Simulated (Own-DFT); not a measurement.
# Computed records: Hf₃₆O₇₁ (tetragonal hafnia with one neutral oxygen vacancy, atoms displaced)

Computed with Own-DFT development build. A calculation, not a measurement: plane-wave PBE and HSE06 DFT by an unreviewed code, no spin, of a simulated cell at Gamma alone, so results move with cell size and shape, stress positive in tension, energies less offsets, not probed for a lower state with spin; hafnium file: forces about 75 meV/angstrom off all-electron values; oxygen file: force components 24 meV/angstrom off all-electron in a glass; k mesh not checked against a denser one; forces and stress are PBE's, HSE06 gives the energy alone, and its difference from PBE has offsets of its own; offsets are fitted by least squares, one for each functional and potential file, so energies compare only between cells with the same atoms and settings and are not formation energies; the far tail of each file's local potential was reset to the Coulomb form; each entry is a single point on an unrelaxed cell, so the pressure reflects the starting lattice, taken from the Materials Project, from which strain is counted, and rises with the displacements; printed positions are rounded, which can move forces by about a meV/angstrom; the program is a retired in-house code; no spin-orbit coupling.

Common to all runs: first functional PBE; second functional HSE06; exact exchange share 0.25; screening 0.11 1/bohr; exchange divergence Gygi-Baldereschi; potential files PseudoDojo norm-conserving, scalar-relativistic, made for PBE, standard set; wave cutoff 48 hartree; occupations fixed; k mesh 1 x 1 x 1 centred on Gamma.

(1) Hf₃₆O₇₁ (tetragonal hafnia with one neutral oxygen vacancy, atoms displaced)

```
cell vectors (Å)
  10.7800     0.0000     0.0000
   0.0000    10.7800     0.0000
   0.0000     0.0000    10.4493
atoms (fractions of the cell vectors)
Hf  0.99223  0.00081  0.99862
Hf  0.17182  0.16588  0.25743
O   0.99700  0.16779  0.15767
O   0.16180  0.99988  0.34454
O   0.99839  0.16677  0.40772
O   0.16565  0.99222  0.09047
Hf  0.00080  0.99799  0.50204
Hf  0.16768  0.16931  0.75331
O   0.99477  0.17177  0.65382
O   0.16208  0.99834  0.84850
O   0.99699  0.16902  0.89939
O   0.16479  0.99991  0.59222
Hf  0.00632  0.33365  0.99894
Hf  0.16698  0.49656  0.24815
O   0.00500  0.49602  0.14259
O   0.15960  0.33643  0.34272
O   0.99036  0.49825  0.40531
O   0.17085  0.32708  0.09271
Hf  0.99534  0.33541  0.49713
Hf  0.17699  0.50146  0.74825
O   0.00095  0.49527  0.65313
O   0.16661  0.32543  0.84762
O   0.99752  0.50186  0.91158
O   0.17040  0.32654  0.59244
Hf  0.00185  0.67008  0.00589
Hf  0.16502  0.83330  0.24300
O   0.00217  0.83761  0.15435
O   0.17052  0.67073  0.34743
O   0.00518  0.83299  0.40465
O   0.17617  0.65612  0.09902
Hf  0.00033  0.65925  0.50209
Hf  0.16609  0.81835  0.75084
O   0.99747  0.83041  0.64737
O   0.17144  0.66933  0.85327
O   0.99135  0.83540  0.89651
O   0.16604  0.67857  0.60320
Hf  0.33153  0.00044  0.99641
Hf  0.49360  0.16472  0.24797
O   0.33927  0.17018  0.15656
O   0.49726  0.00432  0.34628
O   0.32909  0.16306  0.40783
O   0.50391  0.00000  0.09825
Hf  0.32850  0.99822  0.50177
Hf  0.50359  0.16411  0.74954
O   0.32386  0.16763  0.65200
O   0.49954  0.99598  0.84530
O   0.34551  0.16534  0.89986
O   0.50178  0.99949  0.59395
Hf  0.33157  0.32460  0.99166
Hf  0.49917  0.50753  0.25109
O   0.33488  0.49923  0.15011
O   0.49095  0.33627  0.34084
O   0.49638  0.33563  0.09309
Hf  0.33425  0.33878  0.49852
Hf  0.50109  0.49645  0.74340
O   0.33626  0.50045  0.64690
O   0.49891  0.33589  0.85182
O   0.34143  0.50812  0.90627
O   0.49147  0.33562  0.59648
Hf  0.32555  0.66639  0.00149
Hf  0.50842  0.83784  0.25133
O   0.33546  0.83906  0.15424
O   0.50262  0.65978  0.34969
O   0.33191  0.82955  0.40408
O   0.49298  0.66202  0.09870
Hf  0.33696  0.66743  0.49332
Hf  0.49706  0.84048  0.75387
O   0.33399  0.82446  0.64659
O   0.49568  0.67221  0.84564
O   0.33863  0.83582  0.90355
O   0.49124  0.67181  0.59572
Hf  0.66737  0.00091  0.99889
Hf  0.83811  0.16387  0.25100
O   0.67368  0.17203  0.15096
O   0.82799  0.99848  0.34634
O   0.67770  0.16186  0.39585
O   0.82942  0.99956  0.09327
Hf  0.66302  0.00497  0.49512
Hf  0.83426  0.16659  0.74900
O   0.66912  0.16860  0.65672
O   0.82697  0.00401  0.85234
O   0.66563  0.16328  0.90720
O   0.82997  0.00337  0.59782
Hf  0.66378  0.32310  0.99254
Hf  0.83818  0.50072  0.24917
O   0.66171  0.50826  0.14546
O   0.83295  0.33353  0.34451
O   0.66976  0.50437  0.41021
O   0.83400  0.32856  0.09908
Hf  0.66378  0.34345  0.50070
Hf  0.83354  0.49660  0.74958
O   0.66502  0.49910  0.65316
O   0.83132  0.33630  0.85208
O   0.66777  0.49812  0.89061
O   0.83131  0.33353  0.60017
Hf  0.67159  0.66969  0.00323
Hf  0.82815  0.82731  0.24299
O   0.66987  0.83224  0.15141
O   0.83777  0.66880  0.34180
O   0.66827  0.83055  0.40305
O   0.82686  0.66270  0.09805
Hf  0.67832  0.66497  0.49734
Hf  0.83272  0.83581  0.75572
O   0.66510  0.83297  0.65672
O   0.82346  0.66938  0.85344
O   0.66419  0.83452  0.90389
O   0.84178  0.67106  0.59319
```

| Quantity | Value |
| --- | --- |
| PBE energy of cell above offsets | -96.752 eV |
| HSE06 less PBE above offsets | 0.113 eV |
| PBE pressure | 2.35 GPa |
| PBE stress xx | -1.55 GPa |
| PBE stress yy | -2.49 GPa |
| PBE stress zz | -3.01 GPa |
| PBE stress yz | 0.27 GPa |
| PBE stress xz | 0.34 GPa |
| PBE stress xy | 0.01 GPa |

Force:
```tsv
element	x (eV/Å)	y (eV/Å)	z (eV/Å)
Hf	1.223	0.698	-0.502
Hf	-0.946	-0.002	-0.681
O	2.102	-0.529	-0.657
O	0.391	-0.178	-0.174
O	0.149	0.118	-0.373
O	-0.101	0.704	0.353
Hf	-0.803	-0.66	-0.226
Hf	-1.324	-2.308	-1.599
O	1.081	-0.085	0.131
O	0.483	0.206	-0.503
O	-0.054	-0.529	0.651
O	0.01	0.05	0.513
Hf	-1.958	-0.349	0.777
Hf	1.566	1.275	-0.334
O	-0.77	0.632	1.606
O	0.392	-0.516	0.454
O	0.18	0.447	-1.144
O	-0.171	-0.046	0.412
Hf	0.47	-1.493	0.961
Hf	-0.741	-0.363	-0.029
O	1.11	0.292	0.327
O	0.508	2.621	0.244
O	0.423	0.764	-1.258
O	-0.89	0.979	0.177
Hf	-0.56	-0.727	-0.714
Hf	1.271	0.562	1.8
O	-1.237	-1.043	-1.275
O	-0.341	-1.749	-0.407
O	-0.245	-0.575	-0.185
O	-3.554	1.065	0.794
Hf	1.566	2.528	-0.389
Hf	0.17	3.325	-1.767
O	0.076	0.43	1.279
O	-0.676	-1.724	0.497
O	0.389	-0.803	1.026
O	-0.034	-1.803	-0.146
Hf	0.003	-1.349	0.522
Hf	2.92	1.172	-0.117
O	-2.288	-0.529	-1.082
O	0.324	-0.944	0.277
O	-0.141	0.939	-0.819
O	-0.498	0.053	0.027
Hf	0.165	-0.778	0.267
Hf	-1.148	0.07	-0.199
O	2.295	-0.517	0.578
O	0.183	2.48	0.723
O	-0.61	-0.709	-0.236
O	-0.877	0.65	0.462
Hf	1.781	2.366	1.575
Hf	-0.355	-1.308	-2.533
O	-0.931	-0.283	1.45
O	0.248	-0.2	1.128
O	0.323	-0.751	-0.388
Hf	-0.826	-0.162	-0.926
Hf	0.371	2.262	2.32
O	-1.399	-0.267	0.013
O	0.076	-1.006	-1.44
O	-1.342	-2.342	-1.419
O	1.804	-0.257	0.268
Hf	4.168	0.635	-0.473
Hf	-1.914	-0.814	-0.206
O	0.153	0.029	0.169
O	-0.357	1.951	0.4
O	0.486	1.289	-0.655
O	0.843	0.952	0.091
Hf	-0.283	-0.08	0.598
Hf	0.231	-3.35	-1.443
O	-0.662	1.281	1.117
O	0.435	-0.802	-0.596
O	-0.805	0.184	-0.097
O	2.338	-0.972	-0.582
Hf	-0.289	-0.432	0.221
Hf	-1.531	0.544	0.169
O	-1.557	-0.395	0.06
O	0.529	-1.251	-0.578
O	-1.186	1.883	1.278
O	0.617	-0.405	0.742
Hf	1.484	-0.662	0.403
Hf	0.627	0.188	0.163
O	-1.173	0.313	-0.444
O	0.432	-0.338	-0.437
O	-0.646	-0.293	-1.749
O	0.172	-0.026	0.139
Hf	0.373	2.79	2.09
Hf	-0.891	-1.452	-1.492
O	1.251	-0.322	1.437
O	-0.021	0.663	0.677
O	0.333	-0.965	-1.416
O	0.379	0.818	-0.627
Hf	0.552	-2.058	-0.132
Hf	-0.806	0.233	1.542
O	0.732	-0.046	-1.296
O	0.18	-0.647	-0.862
O	-0.148	0.231	0.975
O	-0.532	0.597	-0.453
Hf	-3.084	-1.921	-2.042
Hf	1.514	1.985	1.807
O	-0.982	-0.204	-0.401
O	-0.343	-0.677	0.645
O	-0.403	0.221	-0.646
O	3.01	0.593	0.801
Hf	-2.107	1.979	1.758
Hf	-0.508	0.06	-1.026
O	0.578	-0.281	-0.09
O	0.846	-0.472	-0.775
O	0.257	0.47	0.436
O	-1.514	-0.821	0.711
```

(2) Hf₃₆O₇₁ (tetragonal hafnia with one neutral oxygen vacancy, atoms displaced)

```
cell vectors (Å)
  10.7800     0.0000     0.0000
   0.0000    10.7800     0.0000
   0.0000     0.0000    10.4493
atoms (fractions of the cell vectors)
Hf  0.00295  0.00051  0.00452
Hf  0.17030  0.16656  0.24783
O   0.00005  0.16538  0.15266
O   0.16423  0.99957  0.34069
O   0.00305  0.16508  0.39600
O   0.17199  0.00058  0.09825
Hf  0.00178  0.99961  0.49656
Hf  0.16878  0.16673  0.75290
O   0.00329  0.16430  0.65468
O   0.16372  0.99332  0.84846
O   0.99696  0.17070  0.90259
O   0.16470  0.99570  0.59645
Hf  0.00019  0.33250  0.99776
Hf  0.16872  0.50237  0.25118
O   0.99610  0.50290  0.15187
O   0.16990  0.33009  0.34427
O   0.99665  0.49999  0.40182
O   0.16471  0.33285  0.10096
Hf  0.99983  0.33788  0.50199
Hf  0.16658  0.50183  0.74729
O   0.00134  0.49788  0.65427
O   0.17111  0.33216  0.84726
O   0.00309  0.49933  0.90166
O   0.16429  0.33445  0.60182
Hf  0.00132  0.67036  0.99535
Hf  0.16593  0.83230  0.25488
O   0.00160  0.83038  0.15609
O   0.16423  0.67072  0.34571
O   0.00058  0.82993  0.40258
O   0.16692  0.66269  0.09534
Hf  0.00060  0.66699  0.49999
Hf  0.16733  0.83853  0.74788
O   0.00308  0.83480  0.65643
O   0.16526  0.66791  0.84585
O   0.99809  0.83194  0.90284
O   0.16515  0.67238  0.60182
Hf  0.33322  0.99925  0.99707
Hf  0.50248  0.16971  0.24872
O   0.32753  0.16128  0.14691
O   0.50647  0.99562  0.34457
O   0.33460  0.16392  0.40325
O   0.49539  0.99726  0.09919
Hf  0.33103  0.99596  0.50506
Hf  0.50229  0.16628  0.74957
O   0.33278  0.16687  0.65317
O   0.49593  0.00371  0.84902
O   0.33081  0.16461  0.90036
O   0.50080  0.00586  0.60210
Hf  0.33392  0.33135  0.00144
Hf  0.50221  0.49899  0.25230
O   0.33302  0.49784  0.15132
O   0.49688  0.33501  0.35075
O   0.33122  0.49868  0.40108
O   0.50114  0.33453  0.09445
Hf  0.33275  0.33468  0.49587
Hf  0.49929  0.50015  0.74924
O   0.33632  0.49853  0.65125
O   0.49879  0.32917  0.84740
O   0.33325  0.50250  0.90851
O   0.49972  0.33545  0.59751
Hf  0.33358  0.66644  0.99714
Hf  0.49985  0.83496  0.24554
O   0.33252  0.83843  0.15398
O   0.50064  0.66237  0.34837
O   0.33243  0.83269  0.40798
O   0.49934  0.66757  0.09322
Hf  0.33224  0.66950  0.50102
Hf  0.49962  0.83688  0.74410
O   0.33469  0.83241  0.65119
O   0.50176  0.67066  0.84462
O   0.33483  0.83148  0.90062
O   0.49978  0.66881  0.59766
Hf  0.66684  0.99781  0.00176
Hf  0.83438  0.16508  0.24516
O   0.66921  0.16458  0.15152
O   0.82954  0.00162  0.34461
O   0.66617  0.16134  0.40121
O   0.83186  0.00471  0.09845
Hf  0.66894  0.00337  0.50944
Hf  0.82787  0.16679  0.75489
O   0.66994  0.16808  0.64891
O   0.83276  0.99875  0.85132
O   0.66941  0.16662  0.90616
O   0.82975  0.99737  0.59479
Hf  0.66910  0.33307  0.99961
Hf  0.83463  0.50126  0.25244
O   0.66586  0.49942  0.14634
O   0.83305  0.33365  0.34878
O   0.66730  0.50180  0.40378
O   0.83218  0.33476  0.09604
Hf  0.66718  0.32929  0.50152
Hf  0.83172  0.49837  0.75148
O   0.82787  0.33266  0.84447
O   0.66624  0.49773  0.90020
O   0.83362  0.33055  0.59206
Hf  0.66715  0.66609  0.00035
Hf  0.83435  0.83608  0.24654
O   0.66576  0.82981  0.15499
O   0.83449  0.66920  0.34775
O   0.66274  0.82893  0.40072
O   0.82865  0.66962  0.09707
Hf  0.66276  0.66654  0.50228
Hf  0.83380  0.83426  0.75153
O   0.66385  0.83591  0.65941
O   0.83492  0.66856  0.84439
O   0.66840  0.83663  0.90313
O   0.83276  0.66937  0.59913
```

| Property | Result |
| --- | --- |
| PBE energy of cell above offsets | -100.972 eV |
| HSE06 less PBE above offsets | -0.150 eV |
| PBE pressure | 1.03 GPa |
| PBE stress xx | -0.94 GPa |
| PBE stress yy | -0.42 GPa |
| PBE stress zz | -1.74 GPa |
| PBE stress yz | -0.29 GPa |
| PBE stress xz | -0.12 GPa |
| PBE stress xy | 0.06 GPa |

Force:
```tsv
element	x (eV/Å)	y (eV/Å)	z (eV/Å)
Hf	0.094	0.215	-0.335
Hf	-0.876	0.054	0.12
O	0.248	-0.208	-0.597
O	0.071	-0.235	1.216
O	-0.236	0.268	1.135
O	-1.512	-0.134	-0.536
Hf	-0.619	0.659	-0.104
Hf	-0.16	0.329	-0.206
O	-0.895	-0.176	0.033
O	-0.089	1.646	0.338
O	0.193	-0.976	0.118
O	0.517	0.023	-0.026
Hf	0.42	0.746	0.873
Hf	-0.313	-0.521	-1
O	0.56	-0.088	0.38
O	0.035	0.938	0.647
O	0.475	0.223	0.198
O	0.013	0.056	-0.599
Hf	0.217	-1.28	-0.542
Hf	0.241	-0.304	0.711
O	-0.578	0.089	-0.387
O	-0.131	0.37	0.151
O	-0.238	-0.1	-0.043
O	0.576	0.066	-0.683
Hf	-0.101	-1.121	0.827
Hf	0.512	0.564	-1.322
O	-0.027	0.454	-0.726
O	0.257	-1.243	0.852
O	0.021	0.861	0.275
O	0.012	0.204	0.152
Hf	-0.768	0.048	0.22
Hf	0.001	-1.543	0.302
O	-0.966	0.106	-0.462
O	-0.035	0.124	-0.054
O	-0.085	0.928	0.257
O	0.415	-0.642	-0.811
Hf	0.276	-0.362	0.341
Hf	-0.394	-1.28	0.289
O	1.899	0.834	0.318
O	-0.646	1.001	0.103
O	0.057	-0.177	-0.051
O	1.053	0.246	-0.351
Hf	0.74	1.029	-0.668
Hf	-0.889	0.13	0.016
O	0.02	-0.158	-0.005
O	0.407	-0.376	-0.175
O	-0.159	0.207	0.084
O	-0.417	-0.31	-0.221
Hf	-0.578	0.269	-0.21
Hf	-0.143	0.524	-0.724
O	0.304	-0.056	0.64
O	0.227	-0.494	-0.405
O	-0.395	0.788	0.149
O	-0.087	-0.613	0.627
Hf	-0.325	-0.56	0.622
Hf	0.748	-0.056	0.403
O	-0.645	0.303	0.081
O	-0.07	0.689	-0.141
O	0.151	-0.806	-0.898
O	0.328	0.102	-0.032
Hf	-0.078	0.373	0.425
Hf	0.241	-0.255	0.735
O	-0.426	-0.619	0.185
O	-0.514	0.459	-0.196
O	-0.127	0.128	-0.476
O	-0.002	-0.021	0.326
Hf	0.194	-0.793	0.039
Hf	-0.182	-0.337	1.782
O	-0.158	0.362	-0.361
O	0.032	-0.598	-0.365
O	-0.113	0.379	-0.075
O	-0.275	-0.368	0.147
Hf	-0.501	0.037	0.049
Hf	0.305	0.422	1.012
O	-0.963	0.282	0.056
O	0.495	-0.479	0.233
O	-0.342	1.002	0.164
O	0.581	-0.593	-0.094
Hf	-1.027	-1.18	-2.392
Hf	1.554	-0.5	-0.324
O	-0.511	-0.085	0.323
O	0.1	0.509	-0.378
O	-0.004	-0.464	-0.753
O	1.583	-0.023	0.701
Hf	-0.318	0.494	0.13
Hf	-0.264	0.198	-0.294
O	0.076	0.018	0.804
O	-0.155	-0.24	-0.454
O	-0.084	-0.658	0.565
O	0.475	-0.269	-0.097
Hf	-0.035	0.49	-0.736
Hf	-0.433	0.771	-0.459
O	0.231	0.221	0.165
O	0.113	0.403	-0.483
O	-0.06	0.499	0.91
Hf	-0.468	0.097	-0.297
Hf	-0.772	-0.762	0.934
O	0.251	0.526	-0.703
O	0.215	-0.198	-0.212
O	0.299	0.691	1.043
O	0.961	0.084	-0.296
Hf	0.825	0.385	-0.86
Hf	0.097	-0.155	-0.082
O	0.698	0.085	-0.875
O	-0.121	-0.763	0.295
O	-0.017	-0.4	0.259
O	-0.085	-0.421	-0.182
```

(3) Hf₃₆O₇₁ (tetragonal hafnia with one neutral oxygen vacancy, atoms displaced)

```
cell vectors (Å)
  10.7800     0.0000     0.0000
   0.0000    10.7800     0.0000
   0.0000     0.0000    10.4493
atoms (fractions of the cell vectors)
Hf  0.00136  0.99596  0.99843
Hf  0.16828  0.16583  0.24875
O   0.00176  0.16626  0.14746
O   0.16657  0.00020  0.34894
O   0.99917  0.16479  0.40485
O   0.16304  0.00072  0.09025
Hf  0.00105  0.00096  0.49644
Hf  0.16258  0.16949  0.75330
O   0.00181  0.16777  0.65439
O   0.16582  0.00005  0.84651
O   0.00060  0.16407  0.90254
O   0.16732  0.00253  0.59872
Hf  0.00227  0.32925  0.00339
Hf  0.16227  0.50637  0.24823
O   0.99835  0.49727  0.15261
O   0.17362  0.32843  0.34952
O   0.00095  0.50503  0.40154
O   0.16617  0.33866  0.09328
Hf  0.99896  0.33764  0.49802
Hf  0.16695  0.50185  0.74786
O   0.00633  0.50071  0.65311
O   0.16460  0.33059  0.84757
O   0.00246  0.49996  0.90085
O   0.16679  0.33558  0.59453
Hf  0.99643  0.66862  0.99900
Hf  0.16450  0.83056  0.24401
O   0.00301  0.83724  0.15365
O   0.16399  0.66585  0.34593
O   0.99384  0.83426  0.39731
O   0.16553  0.66421  0.09922
Hf  0.99905  0.66517  0.49504
Hf  0.16884  0.83405  0.74853
O   0.99913  0.82924  0.65563
O   0.16557  0.66774  0.84909
O   0.99508  0.83238  0.90447
O   0.16727  0.66504  0.59689
Hf  0.33252  0.99609  0.99652
Hf  0.50181  0.16886  0.25013
O   0.33736  0.16518  0.15521
O   0.49882  0.00065  0.35183
O   0.33268  0.16976  0.40096
O   0.50564  0.00116  0.09977
Hf  0.33588  0.00129  0.49854
Hf  0.50125  0.16639  0.75644
O   0.33653  0.16969  0.65446
O   0.50095  0.99988  0.84423
O   0.33043  0.16523  0.90545
O   0.49869  0.99716  0.60382
Hf  0.32898  0.33627  0.00221
Hf  0.49841  0.50156  0.24956
O   0.33499  0.49762  0.15506
O   0.50209  0.33799  0.35118
O   0.33336  0.49564  0.39978
O   0.50146  0.33025  0.09788
Hf  0.33668  0.33441  0.50278
Hf  0.49820  0.49942  0.74869
O   0.32867  0.50286  0.65160
O   0.49724  0.33368  0.84863
O   0.33292  0.49957  0.89976
O   0.49763  0.33587  0.59480
Hf  0.33444  0.66928  0.99472
Hf  0.50095  0.83453  0.25183
O   0.33579  0.83003  0.15715
O   0.50303  0.66647  0.34578
O   0.33297  0.83038  0.40350
O   0.50481  0.66442  0.10043
Hf  0.33628  0.66221  0.49861
Hf  0.49831  0.83792  0.74928
O   0.33564  0.83078  0.65758
O   0.50109  0.66445  0.85185
O   0.33407  0.83740  0.90507
O   0.49449  0.66519  0.59692
Hf  0.67200  0.00128  0.99820
Hf  0.83069  0.16828  0.25231
O   0.66810  0.16886  0.15627
O   0.83118  0.00084  0.34793
O   0.66346  0.17129  0.40382
O   0.83572  0.00461  0.09737
Hf  0.66690  0.00177  0.50086
Hf  0.83111  0.17053  0.75322
O   0.66939  0.16584  0.65785
O   0.83239  0.99871  0.85146
O   0.66809  0.16691  0.90653
O   0.83657  0.99785  0.59869
Hf  0.66634  0.32731  0.00101
Hf  0.83796  0.50690  0.24868
O   0.66466  0.49865  0.15411
O   0.83686  0.33632  0.34261
O   0.66872  0.49807  0.39910
O   0.83489  0.33012  0.10078
Hf  0.66714  0.33531  0.49549
Hf  0.83342  0.49614  0.74861
O   0.66683  0.50060  0.65038
O   0.82805  0.33234  0.84786
O   0.66412  0.50622  0.90431
O   0.83230  0.33503  0.60275
Hf  0.66784  0.66381  0.00344
Hf  0.83244  0.83401  0.25230
O   0.66563  0.82875  0.15399
O   0.83317  0.67014  0.34763
O   0.66330  0.83281  0.40347
Hf  0.66125  0.66390  0.50355
Hf  0.83299  0.83414  0.74685
O   0.66642  0.83585  0.65598
O   0.83494  0.66255  0.84996
O   0.66366  0.83000  0.90334
O   0.83529  0.66987  0.60112
```

| Property | Result |
| --- | --- |
| PBE energy of cell above offsets | -100.867 eV |
| HSE06 less PBE above offsets | -0.142 eV |
| PBE pressure | 0.98 GPa |
| PBE stress xx | -0.53 GPa |
| PBE stress yy | -0.82 GPa |
| PBE stress zz | -1.6 GPa |
| PBE stress yz | -0.74 GPa |
| PBE stress xz | -0.48 GPa |
| PBE stress xy | -0.04 GPa |

Force:
```tsv
element	x (eV/Å)	y (eV/Å)	z (eV/Å)
Hf	-0.83	0.79	-0.176
Hf	0.114	0.068	0.467
O	0.029	0.326	0.908
O	0.028	-0.363	-0.675
O	-0.201	0.794	-0.281
O	1.504	-0.33	0.828
Hf	0.374	-0.232	0.719
Hf	0.751	-0.618	-0.789
O	-0.91	0.216	-0.087
O	0.066	-0.475	0.029
O	-0.121	0.399	-0.12
O	0.142	-0.453	-0.41
Hf	-0.732	0.188	-0.633
Hf	1.313	-1.431	0.145
O	0.161	0.523	-0.25
O	-1.16	1.041	-0.922
O	-0.087	-1.053	-0.494
O	0.024	-0.23	0.817
Hf	0.677	-0.976	0.481
Hf	-0.202	-0.199	0.699
O	-1.635	-0.19	-0.617
O	0.191	0.846	0.142
O	-0.187	-0.263	0.575
O	-0.268	-0.067	0.211
Hf	-0.461	-0.784	-0.436
Hf	0.848	0.514	1.219
O	-1.163	-0.542	-0.6
O	-0.067	0.553	0.132
O	0.427	-0.185	0.5
O	0.155	0.111	-0.253
Hf	0.239	1.517	1.469
Hf	-0.727	-0.042	-0.389
O	0.769	0.272	-0.296
O	0.514	0.44	-0.058
O	0.255	-0.241	-0.132
O	-0.026	0.296	-0.426
Hf	0.429	1.84	1.253
Hf	-0.571	0.166	0.293
O	-0.894	0.054	-0.225
O	0.13	0.221	-0.06
O	0.456	-0.769	0.458
O	-0.555	-0.149	-0.449
Hf	-0.507	0.283	0.025
Hf	-0.845	0.303	-1.006
O	-0.18	-0.106	0.251
O	-0.069	0.28	0.983
O	0.312	0.089	0.149
O	0.409	0.137	-0.761
Hf	1.106	-0.39	-0.383
Hf	0.398	-0.175	-0.128
O	-0.752	0.089	-0.619
O	0.093	-0.722	-0.462
O	0.008	1.226	0.288
O	-0.399	-0.053	-0.083
Hf	-1.195	-0.671	-0.713
Hf	0.047	0.182	0.612
O	1.164	-0.18	-0.135
O	0.382	0.02	-0.129
O	-0.124	0.175	0.349
O	1.48	0.193	0.728
Hf	0.655	-0.851	0.737
Hf	0.252	0.006	0
O	-0.555	0.222	-0.862
O	-0.139	-0.114	0.721
O	0.103	0.228	0.385
O	-1.401	0.103	-0.404
Hf	-1.231	0.143	-0.294
Hf	0.968	-0.833	0.523
O	-0.652	0.103	-0.447
O	-0.828	0.499	-0.765
O	-0.012	-1.09	-0.565
O	1.171	-0.126	0.366
Hf	-0.098	-1.454	0.428
Hf	1.209	0.079	-0.745
O	-0.099	0	-0.372
O	-0.398	0.29	0.173
O	0.374	-0.814	0.01
O	-0.45	-0.302	0.321
Hf	0.043	-0.476	0.331
Hf	1.226	-1.049	-0.342
O	-0.773	-0.097	-0.416
O	-0.299	0.379	-0.536
O	-0.243	-0.358	-0.56
O	-0.509	0.026	-0.297
Hf	0.313	2.039	0.703
Hf	-1.713	-0.67	-0.296
O	1.185	0.337	-0.064
O	0.104	-0.137	0.987
O	0.179	0.841	0.689
O	-0.302	0.015	-0.678
Hf	-0.494	0.546	0.604
Hf	0.391	0.883	0.475
O	-0.302	0.236	0.071
O	0.06	0.394	0.413
O	0.142	-1.913	-0.345
O	0.354	0.093	-0.79
Hf	0.335	0.513	-0.034
Hf	-0.069	0.34	-0.353
O	0.911	0.049	0.114
O	0.017	-0.487	-0.267
O	0.173	0.155	0.496
Hf	0.774	0.129	-0.421
Hf	0.186	-0.479	0.778
O	-0.391	-0.259	-0.641
O	0.137	0.46	0.101
O	0.194	0.588	0.294
O	-0.631	-0.453	-0.764
```
